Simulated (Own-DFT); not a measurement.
# Strain and stress in zincblende GaAs, 64 atoms (As32Ga32)

All numbers below are calculated, not measured. The program, named Own-DFT, is a retired in-house plane-wave density functional code that no person has reviewed. Each row is one single-point run on a periodic cell that was not relaxed, without spin or spin-orbit coupling.

Settings of every run: PBE; PseudoDojo norm-conserving scalar-relativistic files; cutoff 42 hartree; 3 x 3 x 3 k mesh centred on Gamma; Fermi-Dirac smearing of 0.1 eV.

Known limits: forces not confirmed at this smearing and k mesh; stress not checked against mesh or cutoff.

Unstrained cell vectors in Å: (11.307, 0.000, 0.000); (0.000, 11.307, 0.000); (0.000, 0.000, 11.307). The unstrained cell has measured lattice constants (interpolated for alloys), not those of this functional. That, the random moves and any unrelaxed bonds set the pressure at no strain. Each run strains this cell uniformly, with the atoms carried along. Every atom was also moved at random, by a Gaussian of width 0.05 Å on each axis. Strain is the symmetric tensor, in per cent. Stress is positive in tension, and the pressure is minus a third of its trace.

| run | e_xx (%) | e_yy (%) | e_zz (%) | e_yz (%) | e_xz (%) | e_xy (%) | s_xx (GPa) | s_yy (GPa) | s_zz (GPa) | s_yz (GPa) | s_xz (GPa) | s_xy (GPa) | P (GPa) | E (meV/atom) |
|---|---|---|---|---|---|---|---|---|---|---|---|---|---|---|
| 1 | 0.80 | -0.86 | -1.05 | -1.04 | 0.52 | 1.15 | -4.36 | -5.37 | -5.38 | -1.73 | 1.37 | 2.61 | 5.04 | 20.0 |
| 2 | 0.32 | -1.28 | 1.16 | 0.05 | -0.63 | -0.97 | -3.74 | -4.64 | -3.19 | 0.21 | -0.55 | -1.42 | 3.86 | 2.4 |
| 3 | -0.49 | 0.11 | -0.30 | -1.05 | 0.03 | 0.52 | -4.64 | -4.38 | -4.56 | -1.86 | 0.04 | 0.52 | 4.53 | 9.2 |
| 4 | 0.22 | -1.71 | 1.01 | 1.02 | 0.76 | -1.02 | -4.29 | -5.30 | -3.80 | 2.18 | 1.20 | -1.88 | 4.46 | 9.4 |
| 5 | 1.99 | 0.56 | 1.36 | 0.93 | -0.25 | 1.91 | -1.16 | -1.85 | -1.42 | 1.20 | -0.65 | 2.64 | 1.47 | 2.9 |
| 6 | 1.04 | 1.92 | -0.34 | 1.02 | 0.51 | -1.68 | -2.34 | -1.95 | -3.05 | 1.32 | 1.00 | -2.51 | 2.45 | 13.0 |
| 7 | -1.58 | -0.07 | -1.45 | 1.50 | -0.73 | -1.22 | -6.94 | -6.10 | -6.96 | 2.67 | -1.35 | -1.50 | 6.67 | 28.0 |
| 8 | 1.19 | -0.08 | -0.47 | -1.93 | -0.96 | -0.56 | -3.13 | -3.94 | -4.02 | -3.44 | -1.71 | -1.15 | 3.70 | 9.0 |
| 9 | 0.70 | 0.93 | -0.03 | 0.56 | -1.81 | -0.87 | -3.22 | -2.92 | -3.64 | 0.35 | -3.49 | -1.25 | 3.26 | 18.9 |
| 10 | -0.52 | -0.95 | 0.15 | 1.83 | 1.95 | 1.95 | -5.57 | -6.02 | -5.35 | 2.68 | 3.51 | 3.14 | 5.65 | 41.4 |
| 11 | -1.60 | -1.63 | 0.75 | 0.03 | -0.71 | -1.14 | -6.85 | -6.85 | -5.40 | -0.39 | -2.00 | -3.40 | 6.36 | 37.7 |
| 12 | -1.25 | 1.40 | 0.09 | -0.22 | -0.34 | -0.41 | -4.53 | -2.98 | -3.87 | -0.92 | -1.01 | -0.34 | 3.79 | 0.0 |
| 13 | 1.75 | -1.78 | -0.31 | 1.83 | -1.68 | -1.10 | -3.74 | -5.65 | -5.03 | 3.81 | -2.90 | -1.15 | 4.81 | 30.6 |
| 14 | 1.86 | 0.23 | 1.53 | -1.36 | -1.58 | -1.68 | -1.79 | -2.36 | -1.81 | -1.84 | -2.74 | -3.23 | 1.98 | 21.5 |
| 15 | 1.98 | 0.87 | -0.03 | -0.04 | -0.19 | 0.12 | ? | ? | ? | ? | ? | ? | ? | ? |

E is the free energy for each atom above the lowest run shown.

## Worked fit

Each stress component was fitted by least squares to a constant and the strains of the runs shown, as fractions, with shears doubled. Shear strains stay in the fit of a normal stress only where such slopes are resolved. The slopes, in GPa:

```
stress,at no strain,per e_xx,per e_yy,per e_zz,scatter
s_xx,-4.3,106 ± 6,57 ± 7,50 ± 9,0.27
s_yy,-4.3,52 ± 6,115 ± 6,58 ± 9,0.26
s_zz,-4.3,51 ± 7,58 ± 7,113 ± 9,0.28
```

Each shear stress against twice its own strain: yz 84 ± 4, xz 96 ± 6, xy 80 ± 8 GPa. These are stiffnesses along x, y and z of the frame in which the cell vectors are given, which need not be the crystal's axes. The atoms are held to the strained lattice; where symmetry lets them move under strain, relaxing them would lower some slopes. The table should be nearly symmetric about its diagonal, and what it lacks of that shows the noise. A ninth of its sum, 73 ± 3 GPa, estimates the bulk modulus near the mean pressure of these runs, 4.1 GPa, so it lies above the value at zero pressure.

## Withheld run

Question: what normal stresses and pressure should run 15 give?

The fit gives s_xx = -1.7, s_yy = -2.3, s_zz = -2.8 and P = 2.3 GPa. The calculation gave -1.38, -1.89, -2.41 and P = 1.90 GPa.
